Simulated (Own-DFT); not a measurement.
# Which arrangement is lower? Ga32P32, 64 atoms

These are calculations, not measurements. The program, named Own-DFT, is a retired in-house plane-wave density functional code that no person has reviewed. Each row is one single-point run on a periodic cell that was not relaxed, without spin or spin-orbit coupling.

Settings of every run: PBE; PseudoDojo norm-conserving scalar-relativistic files; cutoff 42 hartree; 3 x 3 x 3 k mesh centred on Gamma; Fermi-Dirac smearing of 0.1 eV.

Known limits, some of them of some rows only: not probed for a lower state with spin; forces on such cells failed a check on a denser k mesh; forces on such cells passed a denser k mesh, each cell not checked; stress not checked against mesh or cutoff.

All cells hold the same atoms in the same cell, with vectors in Å (10.901, 0.000, 0.000); (0.000, 10.901, 0.000); (0.000, 0.000, 10.901). Every atom was moved at random from its ideal site; u is the rms move along one axis. The defect's site can differ from row to row. E is the free energy of the cell above the lowest run. The arrangements:

- A: zincblende GaP
- B: zincblende GaP, with one Ga on a P site and one P on a Ga site, 2.4 Å apart

```
arrangement,u (Å),E (eV),P (GPa)
A,0.0188,0.000,2.71
A,0.0202,0.060,2.72
A,0.0212,0.069,2.72
A,0.0448,1.654,3.05
A,0.0491,2.080,3.20
A,0.0507,2.262,3.19
B,0.0278,3.502,2.96
B,0.0291,3.365,2.92
B,0.0307,3.573,2.96
B,0.0492,5.307,3.33
B,0.0518,5.659,3.44
B,0.0528,5.980,3.59
```

Question: once the cost of the random moves is taken out, how do the arrangements rank?

## Worked answer

Fit E = a + b u², with one b for all and one a for each arrangement, and with residuals divided by u², since the noise grows with the moves. Then b = 1085 eV/Å², the scatter at u = 0.04 Å is 0.15 eV, and against A:

- B: 2.98 ± 0.06 eV (higher)

These are energies of unrelaxed cells. Relaxing the atoms lowers the strained arrangements most, so the gaps would shrink and small ones could change sign.
